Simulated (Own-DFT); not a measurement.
# Which defects push the lattice out? C11b WSi2

Calculated, not measured: single-point runs of Own-DFT, a retired in-house plane-wave DFT program that no person has reviewed, on unrelaxed cells, without spin or spin-orbit coupling.

Method: PBEsol; PseudoDojo norm-conserving scalar-relativistic files, made for PBE; cutoff 50 hartree; 5 x 5 x 5 k mesh centred on Gamma; cold (Marzari-Vanderbilt) smearing of 0.2 eV.

Known weak points: forces on such cells failed a check on a denser k mesh; stress not checked against mesh or cutoff.

All runs share one cell, with vectors in Å (-2.148, -5.953, 3.409); (-6.444, 2.976, 1.136); (-2.553, -2.948, -6.757) and a volume of 403.2 Å³. Atoms were moved at random from their sites; u is the rms move along one axis. The defect's site can differ from row to row.

```
              cell  formula   u (Å)  P (GPa)
         no defect  Si20W10  0.0206     0.47
         no defect  Si20W10  0.0219     0.30
         no defect  Si20W10  0.0512     2.19
one W on a Si site  Si19W11  0.0287     5.67
one W on a Si site  Si19W11  0.0298     5.32
one W on a Si site  Si19W11  0.0483     6.85
     one W vacancy   Si20W9  0.0268    -0.41
     one W vacancy   Si20W9  0.0459     0.49
     one W vacancy   Si20W9  0.0515     0.62
    one Si vacancy  Si19W10  0.0290        ?
    one Si vacancy  Si19W10  0.0315    -0.86
    one Si vacancy  Si19W10  0.0451    -0.07
    one Si vacancy  Si19W10  0.0546     0.93
one Si on a W site   Si21W9  0.0290     2.37
one Si on a W site   Si21W9  0.0477     3.63
one Si on a W site   Si21W9  0.0531     3.25
```

## What the rows give

P = P0 + c u² + a shift for each defect gives P0 = 0.11 GPa, c = 744 ± 83 GPa/Å² and a scatter of 0.27 GPa. The shifts, and each times the cell's volume:

- one W on a Si site: 4.83 ± 0.22 GPa, 12.2 eV
- one Si on a W site: 1.50 ± 0.23 GPa, 3.8 eV
- one W vacancy: -1.24 ± 0.23 GPa, -3.1 eV
- one Si vacancy: -1.60 ± 0.23 GPa, -4.0 eV

A positive shift means that the defect pushes the cell outwards. Shift times volume (160.2 GPa Å³ is 1 eV) depends little on the cell's size, so, taken for each site, it can be compared between cells at like pressure. The atoms around the defects weren't relaxed, which would change these numbers.

## Withheld run

Q: what pressure belongs in the blank (one Si vacancy, u = 0.0290 Å)?

Estimate: -0.87 ± 0.33 GPa. The hidden result is -0.52 GPa.
